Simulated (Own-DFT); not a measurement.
# Response to strain: wurtzite AlN, 128 atoms (Al64N64)

These are calculations, not measurements. The program, named Own-DFT, is a retired in-house plane-wave density functional code that no person has reviewed. Each row is one single-point run on a periodic cell that was not relaxed, without spin or spin-orbit coupling.

Settings of every run: PBE; PseudoDojo norm-conserving scalar-relativistic files; cutoff 42 hartree; 2 x 2 x 2 k mesh centred on Gamma; Fermi-Dirac smearing of 0.1 eV.

Known limits: forces on such cells passed a denser k mesh, each cell not checked; stress not checked against mesh or cutoff.

Unstrained cell vectors in Å: (12.448, 0.000, 0.000); (-6.224, 10.780, 0.000); (0.000, 0.000, 9.964). The unstrained cell has measured lattice constants (interpolated for alloys), not those of this functional. That, the random moves and any unrelaxed bonds set the pressure at no strain. Each run strains this cell uniformly, with the atoms carried along. Every atom was also moved at random, by a Gaussian of width 0.05 Å on each axis. Strain is the symmetric tensor, in per cent. Stress is positive in tension, and the pressure is minus a third of its trace.

```
run,e_xx (%),e_yy (%),e_zz (%),e_yz (%),e_xz (%),e_xy (%),s_xx (GPa),s_yy (GPa),s_zz (GPa),s_yz (GPa),s_xz (GPa),s_xy (GPa),P (GPa),E (meV/atom)
1,-0.36,1.14,1.48,1.10,-0.49,-1.48,-4.32,-0.71,0.98,2.79,-1.02,-4.17,1.35,14.7
2,-1.14,-0.66,0.50,-0.52,-1.70,1.17,-13.10,-9.75,-4.37,-0.79,-3.53,5.10,9.07,35.7
3,0.09,1.03,-0.07,-0.26,0.51,-0.12,-3.51,-1.52,-4.48,0.08,1.62,-1.44,3.17,0.0
4,-1.36,1.55,-1.76,0.91,0.84,0.75,-11.30,-0.38,-16.06,1.74,2.35,1.45,9.25,31.5
5,1.95,-1.36,-1.37,-1.57,-1.01,-1.67,-0.05,-11.51,-12.32,-4.50,-2.99,-7.03,7.96,41.1
6,2.00,-0.06,-1.52,-0.55,-0.39,-0.05,0.61,-4.18,-10.06,-1.08,-1.03,-0.32,4.54,13.7
7,-0.67,1.19,-1.33,-1.37,-0.97,0.16,-8.63,-1.83,-12.98,-3.79,-3.05,-0.11,7.81,29.1
8,-1.13,1.95,-1.67,-1.58,1.68,-0.95,-10.99,-0.69,-11.81,-4.52,3.95,-4.00,7.83,37.4
9,0.62,0.96,-1.28,0.54,0.40,1.74,-3.20,-2.43,-9.39,1.15,1.09,7.07,5.01,14.7
10,1.82,-1.57,-1.93,0.45,-0.42,-1.52,-0.45,-12.92,-14.81,1.01,-0.99,-5.43,9.39,28.9
11,-1.84,1.32,-1.65,-0.74,0.84,0.17,-14.97,-3.25,-14.55,-1.55,2.67,-0.53,10.92,40.2
12,0.94,-1.81,1.16,1.15,1.40,0.53,-1.17,-12.56,-1.65,3.52,3.41,1.68,5.13,13.0
13,-0.50,-0.49,0.71,-1.50,-1.87,0.34,-7.61,-8.37,-3.65,-4.01,-4.89,1.62,6.54,22.0
14,-0.68,-0.88,1.98,1.96,1.86,-1.82,-7.31,-11.61,1.61,4.45,4.19,-7.31,5.77,38.2
15,-0.76,-0.62,-0.23,-0.83,0.32,1.29,?,?,?,?,?,?,?,?
```

E is the free energy for each atom above the lowest run shown.

## Worked fit

Each stress component was fitted by least squares to a constant and the strains of the runs shown, as fractions, with shears doubled. Shear strains stay in the fit of a normal stress only where such slopes are resolved. The slopes, in GPa:

| stress | at no strain | per e_xx | per e_yy | per e_zz | scatter |
|---|---|---|---|---|---|
| s_xx | -5.7 | 475 ± 28 | 123 ± 30 | 120 ± 22 | 0.91 |
| s_yy | -6.4 | 110 ± 27 | 459 ± 29 | 43 ± 21 | 0.88 |
| s_zz | -6.0 | 126 ± 33 | 113 ± 35 | 477 ± 26 | 1.06 |

Each shear stress against twice its own strain: yz 123 ± 9, xz 120 ± 7, xy 188 ± 10 GPa. These are stiffnesses along x, y and z of the frame in which the cell vectors are given, which need not be the crystal's axes. The atoms are held to the strained lattice; where symmetry lets them move under strain, relaxing them would lower some slopes. The table should be nearly symmetric about its diagonal, and what it lacks of that shows the noise. A ninth of its sum, 227 ± 8 GPa, estimates the bulk modulus near the mean pressure of these runs, 6.7 GPa, so it lies above the value at zero pressure.

## Withheld run

Question: what normal stresses and pressure should run 15 give?

The fit gives s_xx = -10.4, s_yy = -10.2, s_zz = -8.7 and P = 9.8 GPa. The calculation gave -11.37, -8.83, -8.39 and P = 9.53 GPa.
